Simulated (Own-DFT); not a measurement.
# Which defects push the lattice out? zincblende GaAs

No measurement is shown. These are fixed-geometry runs of a retired plane-wave code named Own-DFT, which no person has reviewed; spin and spin-orbit coupling are neglected.

Settings: PBE; PseudoDojo norm-conserving scalar-relativistic files; cutoff 42 hartree; 3 x 3 x 3 k mesh centred on Gamma; Fermi-Dirac smearing of 0.1 eV.

Known weak points (not all hold for every row): not probed for a lower state with spin; forces not confirmed at this smearing and k mesh; stress not checked against mesh or cutoff.

All runs share one cell, with vectors in Å (11.737, 0.000, 0.000); (0.000, 11.737, 0.000); (0.000, 0.000, 10.919) and a volume of 1504.3 Å³, strained against the parent crystal. u is the rms random offset of the atoms per axis. The defect's site can differ from row to row.

| cell | formula | u (Å) | P (GPa) |
|---|---|---|---|
| no defect | As32Ga32 | 0.0282 | 0.73 |
| no defect | As32Ga32 | 0.0295 | 0.77 |
| no defect | As32Ga32 | 0.0492 | 1.00 |
| one As vacancy and one Ga vacancy | As31Ga31 | 0.0310 | 0.46 |
| one As vacancy and one Ga vacancy | As31Ga31 | 0.0489 | 0.69 |
| one As vacancy and one Ga vacancy | As31Ga31 | 0.0526 | 0.83 |
| one Al on a Ga site | AlAs32Ga31 | 0.0276 | 0.72 |
| one Al on a Ga site | AlAs32Ga31 | 0.0335 | 0.79 |
| one Al on a Ga site | AlAs32Ga31 | 0.0485 | 0.97 |
| one In on a Ga site | As32Ga31In | 0.0308 | 1.33 |
| one In on a Ga site | As32Ga31In | 0.0316 | 1.36 |
| one In on a Ga site | As32Ga31In | 0.0465 | 1.51 |
| one In on a Ga site | As32Ga31In | 0.0510 | ? |
| one P on an As site | As31Ga32P | 0.0291 | 0.54 |
| one P on an As site | As31Ga32P | 0.0309 | 0.56 |
| one P on an As site | As31Ga32P | 0.0512 | 0.87 |

## Analysis

P = P0 + c u² + a shift for each defect gives P0 = 0.60 GPa, c = 169 ± 9 GPa/Å² and a scatter of 0.03 GPa. The shifts, and each times the cell's volume:

- one In on a Ga site: 0.57 ± 0.02 GPa, 5.3 eV
- one Al on a Ga site: -0.02 ± 0.02 GPa, -0.1 eV (not resolved)
- one P on an As site: -0.20 ± 0.02 GPa, -1.8 eV
- one As vacancy and one Ga vacancy: -0.29 ± 0.02 GPa, -2.7 eV

Against the defect-free cell, a freed cell would be larger where the shift is positive and smaller where it is negative (160.2 GPa Å³ is 1 eV). The atoms around the defects weren't relaxed, which would change these numbers.

## Check

The question: what pressure belongs in the blank (one In on a Ga site, u = 0.0510 Å)?

The fitted form gives 1.61 ± 0.03 GPa. The hidden result is 1.75 GPa. The miss is larger than the scatter suggests: chance, or a term that the fit lacks.
